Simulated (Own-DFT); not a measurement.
Simulation results for Si3N4 (beta silicon nitride, atoms displaced)

A calculation, not a measurement: plane-wave PBE density functional theory by an unreviewed code, no spin, of a simulated periodic cell, stress positive in tension, free energy of the whole cell less one offset for each atom, forces on such cells passed a denser k mesh, this cell's mesh not checked; offsets are fitted by least squares, one for each functional and potential file, so energies compare only between cells with the same atoms and settings and are not formation energies; the far tail of each file's local potential was reset to the Coulomb form; each entry is a single point on an unrelaxed cell, so the pressure reflects the starting lattice, mostly measured values (interpolated for alloys), from which strain is counted, and rises with the displacements; printed positions are rounded, which can move forces by about a meV/angstrom; the program, named Own-DFT, is a retired in-house code; no spin-orbit coupling. Program: Own-DFT development build.

Settings shared by all entries: functional PBE; potential files PseudoDojo norm-conserving, scalar-relativistic, standard set; wave cutoff 42 hartree; occupations Fermi-Dirac; smearing width 0.1 eV; k mesh 3 x 3 x 3 centred on Gamma.

(1) 
```cif
# cell vector a (Å): 7.6060 0.0000 0.0000
# cell vector b (Å): -3.8030 6.5870 0.0000
# cell vector c (Å): 0.0000 0.0000 8.7270
data_Si3N4
_symmetry_space_group_name_H-M 'P 1'
_symmetry_Int_Tables_number 1
_cell_length_a 7.6060
_cell_length_b 7.6060
_cell_length_c 8.7270
_cell_angle_alpha 90.000
_cell_angle_beta 90.000
_cell_angle_gamma 120.000
_cell_volume 437.23
loop_
_atom_site_label
_atom_site_type_symbol
_atom_site_fract_x
_atom_site_fract_y
_atom_site_fract_z
_atom_site_occupancy
Si1 Si 0.19315 0.79484 0.08883 1
Si2 Si 0.24079 0.42390 0.08217 1
Si3 Si 0.59852 0.82265 0.06091 1
Si4 Si 0.82313 0.24829 0.23717 1
Si5 Si 0.77766 0.60026 0.24628 1
Si6 Si 0.40419 0.16769 0.26696 1
N1 N 0.34801 0.04319 0.06764 1
N2 N 0.96971 0.29765 0.07504 1
N3 N 0.68401 0.66322 0.09771 1
N4 N 0.66114 0.96375 0.25012 1
N5 N 0.03384 0.70524 0.24822 1
N6 N 0.31334 0.32333 0.26394 1
N7 N 0.34206 0.65579 0.08406 1
N8 N 0.64821 0.32806 0.25491 1
Si7 Si 0.15116 0.75640 0.42116 1
Si8 Si 0.22267 0.38354 0.40220 1
Si9 Si 0.59373 0.83426 0.40804 1
Si10 Si 0.83583 0.20852 0.58406 1
Si11 Si 0.75414 0.58451 0.58850 1
Si12 Si 0.40594 0.18679 0.58157 1
N9 N 0.31683 0.03296 0.41831 1
N10 N 0.95276 0.28884 0.43580 1
N11 N 0.69202 0.67897 0.40998 1
N12 N 0.68023 0.97762 0.60156 1
N13 N 0.04914 0.70191 0.57816 1
N14 N 0.27372 0.31886 0.59958 1
N15 N 0.33429 0.66405 0.41138 1
N16 N 0.66465 0.31784 0.59139 1
Si13 Si 0.17850 0.76645 0.74414 1
Si14 Si 0.23229 0.41593 0.73353 1
Si15 Si 0.60205 0.83592 0.72891 1
Si16 Si 0.83474 0.22376 0.91342 1
Si17 Si 0.77944 0.60331 0.90121 1
Si18 Si 0.40024 0.18128 0.91113 1
N17 N 0.32339 0.01081 0.74606 1
N18 N 0.97167 0.31678 0.75248 1
N19 N 0.70922 0.68278 0.75263 1
N20 N 0.67519 0.96631 0.91525 1
N21 N 0.03368 0.72147 0.92587 1
N22 N 0.30035 0.33071 0.90847 1
N23 N 0.32532 0.67805 0.72682 1
N24 N 0.64708 0.30786 0.91158 1
_calc_free_energy_of_cell_above_offsets '6.742'  # eV
_calc_pressure 15.07  # GPa
_calc_stress_xx -10.31  # GPa
_calc_stress_yy -15.71  # GPa
_calc_stress_zz -19.18  # GPa
_calc_stress_yz 7.24  # GPa
_calc_stress_xz 4.68  # GPa
_calc_stress_xy -0.01  # GPa
```

Force:
| element | x (eV/Å) | y (eV/Å) | z (eV/Å) |
| --- | --- | --- | --- |
| Si | 0.282 | -2.576 | -1.845 |
| Si | 2.123 | -7.682 | -1.054 |
| Si | -0.6 | -1.106 | 6.443 |
| Si | -0.284 | -3.506 | 2.83 |
| Si | -2.805 | -1.048 | 1.219 |
| Si | 0.607 | -0.616 | -5.522 |
| N | -0.599 | -1.271 | 5.446 |
| N | 1.414 | 1.295 | 2.581 |
| N | 2.416 | -0.619 | -4.201 |
| N | 0.048 | 4.058 | -3.667 |
| N | 0.165 | -0.3 | -0.319 |
| N | -2.23 | 0.676 | -5.258 |
| N | -3.624 | 7.681 | -0.623 |
| N | 4.177 | 3.308 | -0.289 |
| Si | 6.109 | 2.775 | -4.462 |
| Si | -3.713 | 3.73 | 6.547 |
| Si | -1.16 | -1.903 | 1.511 |
| Si | -4.471 | 4.705 | 6.187 |
| Si | 2.141 | -0.054 | -2.753 |
| Si | 0.293 | -3.143 | 2.309 |
| N | 0.079 | -2.853 | 2.473 |
| N | 4.788 | 3.176 | -10.36 |
| N | 3.54 | -1.841 | 2.392 |
| N | -0.144 | 1.207 | -10.93 |
| N | -7.353 | -3.54 | 4.91 |
| N | 5.433 | -3.291 | -9.63 |
| N | -1.611 | -0.928 | -0.196 |
| N | -0.836 | 2.373 | -0.728 |
| Si | -4.146 | 0.734 | 2.134 |
| Si | -3.747 | 3.286 | 8.87 |
| Si | -2.569 | -7.709 | 11.64 |
| Si | -3.832 | 0.513 | -0.96 |
| Si | 0.13 | -3.502 | 5.775 |
| Si | 0.213 | -2.262 | -2.445 |
| N | -0.498 | 5.841 | -0.165 |
| N | 0.752 | -0.523 | -0.864 |
| N | -1.15 | -0.022 | -2.856 |
| N | 0.406 | 0.839 | -4.126 |
| N | 1.329 | -0.628 | -1.482 |
| N | -2.715 | 2.144 | 0.529 |
| N | 7.392 | -2.609 | 1.06 |
| N | 4.247 | 5.188 | -0.121 |

(2) 
```cif
# cell vector a (Å): 7.6060 0.0000 0.0000
# cell vector b (Å): -3.8030 6.5870 0.0000
# cell vector c (Å): 0.0000 0.0000 8.7270
data_Si3N4
_symmetry_space_group_name_H-M 'P 1'
_symmetry_Int_Tables_number 1
_cell_length_a 7.6060
_cell_length_b 7.6060
_cell_length_c 8.7270
_cell_angle_alpha 90.000
_cell_angle_beta 90.000
_cell_angle_gamma 120.000
_cell_volume 437.23
loop_
_atom_site_label
_atom_site_type_symbol
_atom_site_fract_x
_atom_site_fract_y
_atom_site_fract_z
_atom_site_occupancy
Si1 Si 0.18978 0.77876 0.09294 1
Si2 Si 0.21569 0.38590 0.08302 1
Si3 Si 0.60421 0.84360 0.07808 1
Si4 Si 0.81259 0.22796 0.22760 1
Si5 Si 0.76277 0.60735 0.24420 1
Si6 Si 0.39452 0.18095 0.24632 1
N1 N 0.30882 0.02005 0.08555 1
N2 N 0.98677 0.30709 0.09773 1
N3 N 0.68696 0.67550 0.07117 1
N4 N 0.64112 0.95395 0.26992 1
N5 N 0.01704 0.68219 0.26286 1
N6 N 0.30300 0.33167 0.25438 1
N7 N 0.31924 0.64416 0.09141 1
N8 N 0.69217 0.34431 0.25087 1
Si7 Si 0.16184 0.79104 0.40291 1
Si8 Si 0.24252 0.40284 0.40653 1
Si9 Si 0.58709 0.83700 0.42797 1
Si10 Si 0.80866 0.22655 0.61223 1
Si11 Si 0.75628 0.57630 0.59167 1
Si12 Si 0.40295 0.16226 0.57348 1
N9 N 0.33171 0.00679 0.40846 1
N10 N 0.97100 0.29317 0.42639 1
N11 N 0.68223 0.65470 0.43960 1
N12 N 0.65746 0.97592 0.56778 1
N13 N 0.03182 0.70782 0.56882 1
N14 N 0.28518 0.32652 0.57943 1
N15 N 0.33516 0.64765 0.41875 1
N16 N 0.67561 0.33675 0.58822 1
Si13 Si 0.17832 0.80302 0.74273 1
Si14 Si 0.22034 0.40355 0.75066 1
Si15 Si 0.58418 0.83965 0.73993 1
Si16 Si 0.82480 0.18828 0.91822 1
Si17 Si 0.76966 0.58691 0.92444 1
Si18 Si 0.39222 0.16417 0.91686 1
N17 N 0.29743 0.02440 0.77130 1
N18 N 0.97160 0.28433 0.76251 1
N19 N 0.68540 0.65008 0.74680 1
N20 N 0.65412 0.94357 0.89785 1
N21 N 0.05807 0.70414 0.92920 1
N22 N 0.27848 0.33211 0.91903 1
N23 N 0.32271 0.66756 0.76306 1
N24 N 0.66646 0.34961 0.91361 1
_calc_free_energy_of_cell_above_offsets '12.910'  # eV
_calc_pressure 16.59  # GPa
_calc_stress_xx -7.69  # GPa
_calc_stress_yy -25.13  # GPa
_calc_stress_zz -16.95  # GPa
_calc_stress_yz -6.15  # GPa
_calc_stress_xz 0.59  # GPa
_calc_stress_xy -1.1  # GPa
```

Force:
| element | x (eV/Å) | y (eV/Å) | z (eV/Å) |
| --- | --- | --- | --- |
| Si | -0.058 | -7.132 | 0.38 |
| Si | 5.19 | 5.415 | 1.235 |
| Si | -3.313 | -5.503 | 3.69 |
| Si | 3.529 | -2.118 | 8.801 |
| Si | -0.041 | -1.164 | 3.083 |
| Si | 5.196 | -1.349 | 0.403 |
| N | 0.982 | 5.929 | 0.493 |
| N | -6.69 | -5.068 | -3.974 |
| N | 2.238 | -0.187 | 2.54 |
| N | 1.179 | 4.754 | -9.2 |
| N | -1.265 | 1.142 | -5.833 |
| N | 1.101 | -1.317 | -4.403 |
| N | 1.057 | 4.1 | 0.092 |
| N | -8.492 | 0.606 | -0.681 |
| Si | 1.992 | -10.78 | 4.36 |
| Si | -6.15 | 0.603 | 5.251 |
| Si | 0.59 | -10.19 | -2.989 |
| Si | 5.354 | 1.433 | -6.787 |
| Si | 0.955 | 4.745 | -1.186 |
| Si | -1.953 | 2.752 | 1.703 |
| N | 1.713 | 11.74 | 0.367 |
| N | -0.715 | -0.812 | -1.117 |
| N | -0.493 | 1.365 | -4.922 |
| N | -0.565 | 3.737 | 9.241 |
| N | -0.853 | 0.541 | 3.709 |
| N | 3.807 | -2.617 | 1.484 |
| N | -2.267 | 4.883 | 0.043 |
| N | -3.2 | -4.743 | 0.108 |
| Si | -0.004 | -14.57 | 0.028 |
| Si | 2.612 | 2.885 | -1.525 |
| Si | 0.625 | -9.022 | -5.637 |
| Si | -1.146 | 6.167 | 1.454 |
| Si | 1.044 | 5.919 | -2.589 |
| Si | -0.453 | 5.77 | 3.464 |
| N | 1.803 | 8.75 | -5.091 |
| N | -3.178 | -1.917 | -0.105 |
| N | -1.108 | 2.365 | 2.64 |
| N | 0.373 | 5.104 | 6.412 |
| N | -4.972 | -1.452 | -2.683 |
| N | 4.14 | -3.031 | -1.009 |
| N | 0 | 1.64 | -1.756 |
| N | 1.435 | -9.371 | 0.508 |

(3) 
```cif
# cell vector a (Å): 7.6060 0.0000 0.0000
# cell vector b (Å): -3.8030 6.5870 0.0000
# cell vector c (Å): 0.0000 0.0000 8.7270
data_Si3N4
_symmetry_space_group_name_H-M 'P 1'
_symmetry_Int_Tables_number 1
_cell_length_a 7.6060
_cell_length_b 7.6060
_cell_length_c 8.7270
_cell_angle_alpha 90.000
_cell_angle_beta 90.000
_cell_angle_gamma 120.000
_cell_volume 437.23
loop_
_atom_site_label
_atom_site_type_symbol
_atom_site_fract_x
_atom_site_fract_y
_atom_site_fract_z
_atom_site_occupancy
Si1 Si 0.19742 0.76818 0.07041 1
Si2 Si 0.22618 0.40305 0.08347 1
Si3 Si 0.61487 0.83991 0.07033 1
Si4 Si 0.81391 0.23047 0.25423 1
Si5 Si 0.75594 0.59156 0.24296 1
Si6 Si 0.42492 0.19247 0.26082 1
N1 N 0.33549 0.04380 0.08933 1
N2 N 0.97063 0.31596 0.07182 1
N3 N 0.71045 0.67749 0.08630 1
N4 N 0.64729 0.95737 0.26713 1
N5 N 0.03125 0.69466 0.26169 1
N6 N 0.30511 0.32385 0.24085 1
N7 N 0.31757 0.64308 0.08068 1
N8 N 0.68960 0.35766 0.24567 1
Si7 Si 0.19430 0.77500 0.42985 1
Si8 Si 0.24145 0.41611 0.40730 1
Si9 Si 0.58548 0.83622 0.41228 1
Si10 Si 0.81718 0.24090 0.58772 1
Si11 Si 0.78562 0.62567 0.58768 1
Si12 Si 0.41686 0.18131 0.58512 1
N9 N 0.32280 0.02100 0.40473 1
N10 N 0.97603 0.29431 0.41907 1
N11 N 0.69483 0.65808 0.40720 1
N12 N 0.68344 0.95793 0.60195 1
N13 N 0.01361 0.70182 0.57158 1
N14 N 0.30629 0.31787 0.56762 1
N15 N 0.31228 0.66390 0.40792 1
N16 N 0.64923 0.29680 0.58393 1
Si13 Si 0.17819 0.78625 0.75902 1
Si14 Si 0.21179 0.39566 0.75175 1
Si15 Si 0.57894 0.81561 0.76146 1
Si16 Si 0.83764 0.26256 0.90618 1
Si17 Si 0.77440 0.59838 0.90903 1
Si18 Si 0.37332 0.16097 0.92279 1
N17 N 0.34501 0.02802 0.73914 1
N18 N 0.94624 0.32124 0.73850 1
N19 N 0.67152 0.64427 0.74658 1
N20 N 0.69005 0.98738 0.91862 1
N21 N 0.02357 0.70528 0.90539 1
N22 N 0.29153 0.32628 0.93881 1
N23 N 0.31086 0.65581 0.74707 1
N24 N 0.65174 0.30190 0.91656 1
_calc_free_energy_of_cell_above_offsets '8.007'  # eV
_calc_pressure 14.67  # GPa
_calc_stress_xx -21.1  # GPa
_calc_stress_yy -12.82  # GPa
_calc_stress_zz -10.09  # GPa
_calc_stress_yz 4.96  # GPa
_calc_stress_xz 1.68  # GPa
_calc_stress_xy 4.6  # GPa
```

Force:
| element | x (eV/Å) | y (eV/Å) | z (eV/Å) |
| --- | --- | --- | --- |
| Si | -5.856 | 1.053 | 5.21 |
| Si | -1.73 | -2.012 | 4.016 |
| Si | -1.407 | -2.056 | 4.15 |
| Si | 3.389 | 0.804 | -0.366 |
| Si | 4.972 | 4.533 | 2.691 |
| Si | 0.437 | -2.25 | -1.898 |
| N | 0.598 | -3.562 | -0.151 |
| N | -0.311 | -1.303 | 2.347 |
| N | -1.412 | 0.851 | -4.23 |
| N | 0.698 | 6.767 | -10.44 |
| N | 0.162 | 0.49 | -2.864 |
| N | -2.31 | 2.196 | 1.544 |
| N | 3.791 | 5.765 | -0.882 |
| N | -2.099 | -6.276 | 0.381 |
| Si | -9.762 | 0.247 | -3.756 |
| Si | -0.146 | -2.638 | 0.489 |
| Si | 2.184 | -6.567 | 9.331 |
| Si | 4.342 | -4.892 | -5.212 |
| Si | -5.661 | -3.951 | -3.694 |
| Si | -3.364 | -4.127 | -2.672 |
| N | 1.262 | 3.777 | 2.984 |
| N | -1.647 | -0.691 | -0.361 |
| N | -3.31 | 1.628 | 2.906 |
| N | -0.976 | 0.849 | -3.099 |
| N | 6.942 | 3.124 | 3.398 |
| N | -4.182 | 2.502 | 2.849 |
| N | 8.985 | -1.751 | 0.649 |
| N | -0.4 | 7.413 | -0.824 |
| Si | -0.239 | -3.02 | -4.804 |
| Si | 1.157 | 0.012 | -1.339 |
| Si | 0.2 | 0.789 | -1.284 |
| Si | 0.239 | -3.442 | 2.75 |
| Si | -2.582 | -3.588 | 1.815 |
| Si | 4.572 | 1.42 | -1.525 |
| N | -1.826 | 0.801 | 3.482 |
| N | 6.651 | 2.366 | 3.145 |
| N | 0.149 | 0.58 | 2.062 |
| N | 0.019 | -1.631 | -1.608 |
| N | 1.759 | 1.182 | 2.399 |
| N | 0.576 | -1.112 | -8.277 |
| N | 1.391 | 0.893 | 0.679 |
| N | -5.255 | 4.827 | 0.01 |

(4) 
```cif
# cell vector a (Å): 7.6060 0.0000 0.0000
# cell vector b (Å): -3.8030 6.5870 0.0000
# cell vector c (Å): 0.0000 0.0000 8.7270
data_Si3N4
_symmetry_space_group_name_H-M 'P 1'
_symmetry_Int_Tables_number 1
_cell_length_a 7.6060
_cell_length_b 7.6060
_cell_length_c 8.7270
_cell_angle_alpha 90.000
_cell_angle_beta 90.000
_cell_angle_gamma 120.000
_cell_volume 437.23
loop_
_atom_site_label
_atom_site_type_symbol
_atom_site_fract_x
_atom_site_fract_y
_atom_site_fract_z
_atom_site_occupancy
Si1 Si 0.17295 0.76200 0.08034 1
Si2 Si 0.24921 0.42966 0.07762 1
Si3 Si 0.58727 0.82329 0.09983 1
Si4 Si 0.83241 0.24600 0.22864 1
Si5 Si 0.77892 0.62631 0.26066 1
Si6 Si 0.39981 0.15286 0.23568 1
N1 N 0.29425 0.01854 0.06268 1
N2 N 0.94946 0.29592 0.07246 1
N3 N 0.66949 0.65049 0.09005 1
N4 N 0.67003 0.94990 0.24894 1
N5 N 0.05722 0.69417 0.24212 1
N6 N 0.29692 0.33826 0.24236 1
N7 N 0.34135 0.66961 0.08664 1
N8 N 0.66404 0.33487 0.22694 1
Si7 Si 0.16697 0.76428 0.40702 1
Si8 Si 0.21745 0.39431 0.42537 1
Si9 Si 0.61330 0.83314 0.42443 1
Si10 Si 0.82841 0.23788 0.58107 1
Si11 Si 0.75016 0.58696 0.58164 1
Si12 Si 0.38817 0.14887 0.57497 1
N9 N 0.31673 0.01927 0.42451 1
N10 N 0.99444 0.30539 0.43466 1
N11 N 0.67344 0.66431 0.41950 1
N12 N 0.66805 0.96803 0.57030 1
N13 N 0.03564 0.70264 0.60709 1
N14 N 0.30996 0.33845 0.58589 1
N15 N 0.33200 0.66587 0.41310 1
N16 N 0.68167 0.34380 0.59364 1
Si13 Si 0.17657 0.78212 0.74480 1
Si14 Si 0.22185 0.39558 0.74431 1
Si15 Si 0.60228 0.82276 0.72273 1
Si16 Si 0.79582 0.22242 0.92333 1
Si17 Si 0.76138 0.59508 0.90722 1
Si18 Si 0.39330 0.17875 0.91413 1
N17 N 0.31048 0.02900 0.75296 1
N18 N 0.98118 0.32127 0.74970 1
N19 N 0.72021 0.66897 0.74840 1
N20 N 0.67618 0.95933 0.91337 1
N21 N 0.03829 0.68608 0.91424 1
N22 N 0.30268 0.33959 0.92466 1
N23 N 0.35900 0.66970 0.75527 1
N24 N 0.66857 0.34104 0.91311 1
_calc_free_energy_of_cell_above_offsets '7.543'  # eV
_calc_pressure 15.02  # GPa
_calc_stress_xx -10.7  # GPa
_calc_stress_yy -14.34  # GPa
_calc_stress_zz -20.03  # GPa
_calc_stress_yz -3.92  # GPa
_calc_stress_xz -0.24  # GPa
_calc_stress_xy 1.62  # GPa
```

Force:
| element | x (eV/Å) | y (eV/Å) | z (eV/Å) |
| --- | --- | --- | --- |
| Si | 1.751 | -0.111 | -4.627 |
| Si | -1.149 | -4.37 | 1.841 |
| Si | 1.588 | -1.479 | -7.712 |
| Si | -1.132 | -2.268 | 5.778 |
| Si | 0.715 | -3.954 | -4.372 |
| Si | -2.377 | 3.639 | 0.901 |
| N | 1.64 | 0.646 | 3.58 |
| N | 5.178 | 2.74 | -0.809 |
| N | 2.944 | 0.683 | -0.714 |
| N | 0.36 | 6.686 | 4.574 |
| N | -6.966 | -2.026 | 2.124 |
| N | 1.337 | -2.325 | 1.926 |
| N | -3.661 | 2.506 | -0.19 |
| N | -0.029 | 0.034 | 2.342 |
| Si | 3.911 | -1.406 | 5.985 |
| Si | 9.756 | 6.15 | -3.321 |
| Si | -7.604 | -1.073 | -5.852 |
| Si | 1.693 | 0.804 | 2.041 |
| Si | 3.765 | 0.33 | 0.639 |
| Si | 0.141 | 6.16 | 5.329 |
| N | 0.06 | -0.665 | -6.221 |
| N | -11.37 | -5.079 | -2.913 |
| N | 6.516 | -3.427 | 0.891 |
| N | 0.389 | 5.298 | 3.221 |
| N | -5.078 | -2.6 | -10.92 |
| N | 2.064 | -1.92 | -0.818 |
| N | 0.66 | 0.632 | 0.671 |
| N | -2.636 | -3.78 | -1.924 |
| Si | 5.131 | -2.606 | 6.62 |
| Si | 1.757 | 3.224 | 2.394 |
| Si | 0.415 | -0.807 | 7.2 |
| Si | 3.99 | -0.944 | -3.791 |
| Si | 3.129 | -0.116 | 5.399 |
| Si | 1.407 | 1.185 | -0.942 |
| N | 0.928 | 3.081 | -1.178 |
| N | -3.683 | -3.317 | 0.139 |
| N | -4.731 | 3.093 | -2.742 |
| N | -0.692 | 0.79 | -0.09 |
| N | -2.394 | -0.229 | 0.295 |
| N | -0.026 | -0.47 | -3.372 |
| N | -3.66 | -1.03 | -1.075 |
| N | -4.041 | -1.679 | -0.304 |

(5) 
```cif
# cell vector a (Å): 7.6060 0.0000 0.0000
# cell vector b (Å): -3.8030 6.5870 0.0000
# cell vector c (Å): 0.0000 0.0000 8.7270
data_Si3N4
_symmetry_space_group_name_H-M 'P 1'
_symmetry_Int_Tables_number 1
_cell_length_a 7.6060
_cell_length_b 7.6060
_cell_length_c 8.7270
_cell_angle_alpha 90.000
_cell_angle_beta 90.000
_cell_angle_gamma 120.000
_cell_volume 437.23
loop_
_atom_site_label
_atom_site_type_symbol
_atom_site_fract_x
_atom_site_fract_y
_atom_site_fract_z
_atom_site_occupancy
Si1 Si 0.16726 0.76939 0.10832 1
Si2 Si 0.21485 0.40454 0.06330 1
Si3 Si 0.59898 0.82271 0.08300 1
Si4 Si 0.84335 0.22581 0.26127 1
Si5 Si 0.76553 0.62766 0.24775 1
Si6 Si 0.40510 0.17533 0.23172 1
N1 N 0.31510 0.01210 0.06872 1
N2 N 0.95466 0.27682 0.09761 1
N3 N 0.70532 0.67358 0.08893 1
N4 N 0.68828 0.99753 0.23488 1
N5 N 0.01035 0.68878 0.23856 1
N6 N 0.28945 0.35458 0.22411 1
N7 N 0.34809 0.66575 0.08187 1
N8 N 0.68740 0.35534 0.25545 1
Si7 Si 0.16883 0.76586 0.41134 1
Si8 Si 0.24019 0.39323 0.43439 1
Si9 Si 0.60807 0.81093 0.41971 1
Si10 Si 0.83073 0.22696 0.57940 1
Si11 Si 0.78051 0.60953 0.59245 1
Si12 Si 0.39741 0.16874 0.58292 1
N9 N 0.34140 0.03499 0.43144 1
N10 N 0.96606 0.27170 0.43418 1
N11 N 0.70109 0.67814 0.41937 1
N12 N 0.66398 0.95962 0.58216 1
N13 N 0.01329 0.69068 0.58308 1
N14 N 0.28876 0.29332 0.59212 1
N15 N 0.32533 0.65875 0.40764 1
N16 N 0.66703 0.31559 0.58510 1
Si13 Si 0.16318 0.76747 0.75211 1
Si14 Si 0.22515 0.41838 0.75915 1
Si15 Si 0.60262 0.82065 0.76865 1
Si16 Si 0.84930 0.25556 0.92273 1
Si17 Si 0.78181 0.59848 0.91845 1
Si18 Si 0.41625 0.19054 0.91203 1
N17 N 0.36156 0.05113 0.74817 1
N18 N 0.96502 0.28831 0.74392 1
N19 N 0.68349 0.64772 0.75632 1
N20 N 0.67966 0.96607 0.93362 1
N21 N 0.03864 0.71474 0.91589 1
N22 N 0.27619 0.29898 0.91538 1
N23 N 0.30545 0.65745 0.73813 1
N24 N 0.66984 0.35581 0.90504 1
_calc_free_energy_of_cell_above_offsets '8.648'  # eV
_calc_pressure 14.16  # GPa
_calc_stress_xx -16.22  # GPa
_calc_stress_yy -10.13  # GPa
_calc_stress_zz -16.13  # GPa
_calc_stress_yz 2.05  # GPa
_calc_stress_xz 2.67  # GPa
_calc_stress_xy 1.69  # GPa
```

Force:
| element | x (eV/Å) | y (eV/Å) | z (eV/Å) |
| --- | --- | --- | --- |
| Si | 5.379 | 0.191 | -8.883 |
| Si | 0.758 | 0.603 | 2.22 |
| Si | -0.738 | 1.197 | 2.806 |
| Si | -3.997 | 4.95 | 2.942 |
| Si | 3.404 | -6.922 | 3.326 |
| Si | 0.727 | 2.616 | 2.364 |
| N | 0.747 | 4.371 | 1.856 |
| N | 2.72 | 3.79 | -5.574 |
| N | -1.557 | 1.105 | -5.109 |
| N | -0.971 | -9.771 | 2.343 |
| N | 0.102 | 0.654 | 6.706 |
| N | 5.09 | -3.998 | 6.352 |
| N | -4.464 | -0.11 | -0.524 |
| N | -1.802 | -1.512 | -0.677 |
| Si | 1.073 | 0.722 | 1.618 |
| Si | -2.206 | 0.663 | -4.502 |
| Si | -11.03 | 7.574 | -0.289 |
| Si | -4.873 | -2.78 | 3.775 |
| Si | -4.093 | -6.575 | -1.499 |
| Si | 7.63 | 0.261 | 1.86 |
| N | -1.326 | -4.144 | -7.273 |
| N | 4.5 | 2.514 | -4.975 |
| N | 6.855 | -4.574 | 0.889 |
| N | 0.965 | -0.985 | 2.085 |
| N | 5.504 | 3.365 | -0.335 |
| N | -6.834 | 6.397 | 0.606 |
| N | 1.107 | -0.001 | 0.971 |
| N | -1.793 | 3.76 | -0.366 |
| Si | 1.116 | 3.699 | -1.443 |
| Si | 2.341 | -4.843 | -1.894 |
| Si | -2.709 | 1.761 | -3.268 |
| Si | -3.66 | -3.436 | -1.11 |
| Si | -1.198 | 2.328 | 1.333 |
| Si | 1.467 | -3.189 | -0.392 |
| N | -1.034 | -5.157 | 1.914 |
| N | 0.684 | 0.861 | 3.039 |
| N | -0.743 | 1.616 | 0.17 |
| N | 0.035 | 2.83 | -4.84 |
| N | -0.829 | -1.267 | 2.334 |
| N | -3.174 | 3.212 | -1.037 |
| N | 3.768 | 2.36 | 0.916 |
| N | 3.056 | -4.137 | 1.568 |

(6) 
```cif
# cell vector a (Å): 7.6060 0.0000 0.0000
# cell vector b (Å): -3.8030 6.5870 0.0000
# cell vector c (Å): 0.0000 0.0000 8.7270
data_Si3N4
_symmetry_space_group_name_H-M 'P 1'
_symmetry_Int_Tables_number 1
_cell_length_a 7.6060
_cell_length_b 7.6060
_cell_length_c 8.7270
_cell_angle_alpha 90.000
_cell_angle_beta 90.000
_cell_angle_gamma 120.000
_cell_volume 437.23
loop_
_atom_site_label
_atom_site_type_symbol
_atom_site_fract_x
_atom_site_fract_y
_atom_site_fract_z
_atom_site_occupancy
Si1 Si 0.17949 0.76818 0.10045 1
Si2 Si 0.23941 0.40800 0.09750 1
Si3 Si 0.61284 0.84022 0.08442 1
Si4 Si 0.83469 0.24022 0.24674 1
Si5 Si 0.76866 0.59819 0.25163 1
Si6 Si 0.38111 0.15660 0.22788 1
N1 N 0.33920 0.02579 0.07948 1
N2 N 0.95585 0.28233 0.07572 1
N3 N 0.72584 0.68395 0.08258 1
N4 N 0.65295 0.95584 0.26544 1
N5 N 0.04296 0.70551 0.24177 1
N6 N 0.32086 0.34117 0.23838 1
N7 N 0.33375 0.66873 0.06903 1
N8 N 0.69666 0.34727 0.25143 1
Si7 Si 0.17350 0.76322 0.42179 1
Si8 Si 0.22345 0.40260 0.42767 1
Si9 Si 0.62598 0.83900 0.41186 1
Si10 Si 0.82980 0.21600 0.59213 1
Si11 Si 0.76905 0.58075 0.60134 1
Si12 Si 0.41422 0.18851 0.56543 1
N9 N 0.32141 0.01766 0.40298 1
N10 N 0.95276 0.28902 0.40579 1
N11 N 0.68749 0.67119 0.42660 1
N12 N 0.66364 0.94990 0.57355 1
N13 N 0.01800 0.71183 0.58633 1
N14 N 0.28661 0.33641 0.57893 1
N15 N 0.33929 0.66643 0.41647 1
N16 N 0.68541 0.35025 0.58715 1
Si13 Si 0.18769 0.76457 0.74809 1
Si14 Si 0.24435 0.42509 0.77165 1
Si15 Si 0.58582 0.83478 0.74359 1
Si16 Si 0.83104 0.23050 0.92323 1
Si17 Si 0.77224 0.61508 0.90149 1
Si18 Si 0.36984 0.13007 0.92432 1
N17 N 0.31537 0.01699 0.73982 1
N18 N 0.95894 0.30247 0.75400 1
N19 N 0.69544 0.64860 0.74138 1
N20 N 0.65636 0.99534 0.92488 1
N21 N 0.00550 0.69496 0.90759 1
N22 N 0.28948 0.30881 0.92036 1
N23 N 0.32923 0.67793 0.75044 1
N24 N 0.61658 0.28752 0.92587 1
_calc_free_energy_of_cell_above_offsets '9.989'  # eV
_calc_pressure 16.55  # GPa
_calc_stress_xx -11.99  # GPa
_calc_stress_yy -15.34  # GPa
_calc_stress_zz -22.33  # GPa
_calc_stress_yz 3.03  # GPa
_calc_stress_xz -3.82  # GPa
_calc_stress_xy 3.93  # GPa
```

Force:
| element | x (eV/Å) | y (eV/Å) | z (eV/Å) |
| --- | --- | --- | --- |
| Si | 1.567 | -0.437 | -7.603 |
| Si | -3.076 | 0.937 | -6.27 |
| Si | -1.015 | -1.797 | 0.539 |
| Si | -2.114 | -3.026 | -1.988 |
| Si | 1.03 | -0.5 | 1.206 |
| Si | 3.591 | 3.938 | 6.475 |
| N | -0.691 | -6.978 | 3.024 |
| N | 5.341 | 2.489 | 4.953 |
| N | -2.991 | 1.499 | -0.768 |
| N | 0.074 | 6.234 | -8.914 |
| N | -4.198 | -1.948 | 6.755 |
| N | 0.105 | -1.205 | 5.172 |
| N | 1.491 | -0.539 | 0.729 |
| N | -5.401 | -0.819 | -0.193 |
| Si | -0.018 | -1.306 | -0.286 |
| Si | -1.893 | 2.664 | -5.163 |
| Si | -4.069 | -5.405 | 2.872 |
| Si | -2.392 | 1.093 | -3.029 |
| Si | 0.327 | 4.167 | -7.496 |
| Si | -0.349 | -1.32 | 2.171 |
| N | -0.203 | 3.822 | 0.489 |
| N | 4.68 | 1.199 | 5.27 |
| N | 6.338 | -4.201 | -1.234 |
| N | -0.167 | 5.291 | 4.6 |
| N | 4.352 | 0.686 | -0.888 |
| N | 3.597 | -2.155 | 5.138 |
| N | -1.197 | -0.425 | 0.246 |
| N | -0.033 | -9.07 | -1.004 |
| Si | -11.3 | 1.836 | -0.279 |
| Si | -0.453 | -3.612 | -2.709 |
| Si | 1.897 | -0.461 | 2.309 |
| Si | -6.372 | 2.903 | -3.603 |
| Si | -1.607 | -6.164 | 5.706 |
| Si | 0.375 | 5.714 | -9.077 |
| N | 0.407 | 2.177 | -0.332 |
| N | 3.296 | 1.213 | 0.614 |
| N | -8.675 | 4.719 | 3.061 |
| N | 1.358 | -7.854 | -2.255 |
| N | 8.349 | 2.914 | 0.921 |
| N | -2.003 | 1.462 | 1.076 |
| N | 7.427 | -3.727 | 0.507 |
| N | 4.617 | 5.991 | -0.741 |
